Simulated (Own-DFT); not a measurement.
# Shaking the atoms of zincblende GaP, 64 atoms (Ga32P32)

These are calculations, not measurements. The program, named Own-DFT, is a retired in-house plane-wave density functional code that no person has reviewed. Each row is one single-point run on a periodic cell that was not relaxed, without spin or spin-orbit coupling.

Settings of every run: PBE; PseudoDojo norm-conserving scalar-relativistic files; cutoff 42 hartree; 3 x 3 x 3 k mesh centred on Gamma; Fermi-Dirac smearing of 0.1 eV.

Known limits, some of them of some rows only: some atoms lie very close together; forces on such cells passed a denser k mesh, each cell not checked; stress not checked against mesh or cutoff.

Cell vectors in Å: (10.901, 0.000, 0.000); (0.000, 10.901, 0.000); (0.000, 0.000, 10.901). In each run every atom was moved at random and independently from its ideal site; u is the rms move along one axis. E is the free energy for each atom above the fitted value at u = 0, and F the rms of the force components.

```
run   u (Å)  E (meV/atom)  F (eV/Å)  largest force (eV/Å)  P (GPa)
  1  0.0191           7.3     0.271                  0.79     2.71
  2  0.0195           6.8     0.257                  0.86     2.70
  3  0.0476             ?         ?                     ?        ?
  4  0.0508          49.1     0.772                  3.02     3.31
  5  0.0510          40.9     0.658                  2.36     3.09
  6  0.1002         191.4     1.617                  5.67     5.43
  7  0.1033         205.9     1.771                  7.34     5.58
  8  0.1569         467.0     3.130                 15.40     9.40
  9  0.1869         610.9     3.432                 15.44    11.45
```

## Worked fit

For small independent moves the energy grows as E = (3/2) K u², with K the mean stiffness felt by one atom. The runs with u up to 0.11 Å give K = 12.3 ± 0.5 eV/Å², with residuals divided by u² + 0.0006 Å², since the noise grows with the moves. The scatter is 3.9 meV/atom at u = 0.05 Å. The forces follow F = G u with G = 14.9 eV/Å²; no force at u = 0 is resolved. G exceeds K because the moves of its neighbours add to the force on an atom, and stiffness differs between atoms. At u = 0.187 Å the parabola gives 645 meV/atom and the run 611. The pressure follows P = 2.54 + 284 u² GPa: at fixed volume, shortened bonds push harder than stretched ones pull.

## Withheld run

Question: what energy and rms force should run 3 give?

The fit gives 42 ± 4 meV/atom and about 0.71 eV/Å. The calculation gave 42.7 meV/atom and 0.707 eV/Å.
